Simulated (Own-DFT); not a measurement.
# How HSE06 shifts the pressure of monoclinic HfO2, 94 atoms (Hf32O62), with two O vacancies

These are calculations. Each geometry was run twice at fixed positions with Own-DFT, a retired in-house plane-wave program that no person has reviewed: with PBE, and with HSE06 (exact exchange share 0.25 at short range, screening 0.11 per bohr, Gygi-Baldereschi treatment of its divergence). Both used PseudoDojo norm-conserving files made for PBE, a cutoff of 48 hartree, the Gamma point alone, fixed occupations, a neutral cell and no spin. One k point on a cell 10.1 Å thick isn't converged, and results move with the size of the cell. The hafnium file keeps the 4f electrons in the core, and its forces lie about 75 meV/Å off all-electron values. The oxygen file's force components were 24 meV/Å off all-electron values in a glass.

Unstrained cell vectors in Å: (10.234, 0.000, 0.000); (0.000, 10.350, 0.000); (-1.696, 0.000, 10.445), volume V0 = 1106.4 Å³, from measured lattice constants. Each geometry has its own random strain of a few per cent, its own defect sites and random moves of rms u per axis. HSE06 gave the energy alone. D is its energy less that of PBE, over the lowest D shown. The PBE stress wasn't checked against mesh or cutoff.

| run | V - V0 (Å³) | u (Å) | P with PBE (GPa) | D (eV) |
|---|---|---|---|---|
| 1 | 30.3 | 0.0480 | -1.58 | 1.858 |
| 2 | -23.9 | 0.0485 | 12.37 | 0.357 |
| 3 | 6.8 | 0.0298 | 2.76 | 1.011 |
| 4 | -35.3 | 0.0503 | 14.45 | 0.312 |
| 5 | -27.6 | 0.0526 | 12.51 | 0.325 |
| 6 | -3.2 | 0.0289 | 5.26 | 0.831 |
| 7 | -5.2 | 0.0315 | 5.39 | 0.786 |
| 8 | -36.6 | 0.0316 | 13.31 | 0.000 |
| 9 | 13.2 | 0.0510 | 2.31 | 1.486 |
| 10 | 0.3 | 0.0467 | 4.84 | 1.092 |
| 11 | 7.8 | 0.0291 | 2.35 | 1.152 |
| 12 | -8.4 | 0.0517 | 8.02 | 0.955 |
| 13 | 12.0 | 0.0280 | 1.12 | 1.142 |
| 14 | -34.8 | 0.0513 | 15.05 | ? |

## Analysis

D = 0.79 + 0.0257 (V - V0) + 126 u² eV, with an error of 0.0010 on the volume slope, 25 on the last term and a scatter of 0.07 eV. Pressure is -dE/dV, and 1 eV/Å³ is 160.2 GPa, so HSE06 changes the pressure by -4.1 ± 0.2 GPa. With the ions held to the strained lattice, the PBE pressure falls by 273 ± 6 GPa per unit of volume strain; the shape of the strain isn't fitted, so the true error is larger, and a relaxed crystal would be softer. On that slope HSE06's volume at a given pressure is about 1.5 % smaller, or 0.5 % in lengths. At u = 0 and V0 the PBE pressure is 3.5 GPa, which puts the zero-pressure volume, against the measured cell and with the defects in, at +1.3 % for PBE and -0.2 % for HSE06, each good to a few tenths of a per cent.

## Test on the hidden row

Q: what D should run 14 give?

The fitted form gives 0.23 eV, with rows scattering by 0.07. The hidden result is 0.346 eV.
